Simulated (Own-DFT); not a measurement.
# Which defects push the lattice out? zincblende GaP

Calculated, not measured: single-point runs of Own-DFT, a retired in-house plane-wave DFT program that no person has reviewed, on unrelaxed cells, without spin or spin-orbit coupling.

Common settings: PBE; PseudoDojo norm-conserving scalar-relativistic files; cutoff 42 hartree; 3 x 3 x 3 k mesh centred on Gamma; Fermi-Dirac smearing of 0.1 eV.

Caveats (not all hold for every row): not probed for a lower state with spin; forces on such cells failed a check on a denser k mesh; forces on such cells passed a denser k mesh, each cell not checked; stress not checked against mesh or cutoff.

All runs share one cell, with vectors in Å (10.901, 0.000, 0.000); (0.000, 10.901, 0.000); (0.000, 0.000, 10.901) and a volume of 1295.4 Å³. The atoms are randomly displaced, by u rms on each axis. The defect's site can differ from row to row.

| cell | formula | u (Å) | P (GPa) |
|---|---|---|---|
| no defect | Ga32P32 | 0.0199 | 2.72 |
| no defect | Ga32P32 | 0.0499 | 3.22 |
| no defect | Ga32P32 | 0.0506 | 3.29 |
| one In on a Ga site | Ga31InP32 | 0.0294 | 3.73 |
| one In on a Ga site | Ga31InP32 | 0.0317 | 3.71 |
| one In on a Ga site | Ga31InP32 | 0.0508 | 4.09 |
| one Al on a Ga site | AlGa31P32 | 0.0290 | 2.84 |
| one Al on a Ga site | AlGa31P32 | 0.0490 | 3.31 |
| one Al on a Ga site | AlGa31P32 | 0.0509 | 3.15 |
| one Ga on a P site and one P on a Ga site | Ga32P32 | 0.0291 | 2.99 |
| one Ga on a P site and one P on a Ga site | Ga32P32 | 0.0305 | 3.06 |
| one Ga on a P site and one P on a Ga site | Ga32P32 | 0.0478 | 3.31 |
| two P vacancies | Ga32P30 | 0.0317 | 2.30 |
| two P vacancies | Ga32P30 | 0.0328 | 2.22 |
| two P vacancies | Ga32P30 | 0.0488 | 2.64 |
| two P vacancies | Ga32P30 | 0.0496 | ? |

## Worked fit

P = P0 + c u² + a shift for each defect gives P0 = 2.64 GPa, c = 239 ± 21 GPa/Å² and a scatter of 0.06 GPa. The shifts, and each times the cell's volume:

- one In on a Ga site: 0.84 ± 0.05 GPa, 6.8 eV
- one Ga on a P site and one P on a Ga site: 0.16 ± 0.05 GPa, 1.3 eV
- one Al on a Ga site: -0.01 ± 0.05 GPa, -0.1 eV (not resolved)
- two P vacancies: -0.61 ± 0.05 GPa, -4.9 eV (-2.5 eV for each of its 2 sites)

Positive is outwards. The product with the volume (160.2 GPa Å³ to the eV) is nearly free of the cell's size; divided by the bulk modulus at the cell's pressure it gives the volume that the defect adds. The atoms around the defects weren't relaxed, which would change these numbers.

## Test on the hidden row

Question: what pressure belongs in the blank (two P vacancies, u = 0.0496 Å)?

From the fit: 2.62 ± 0.08 GPa. The hidden result is 2.77 GPa.
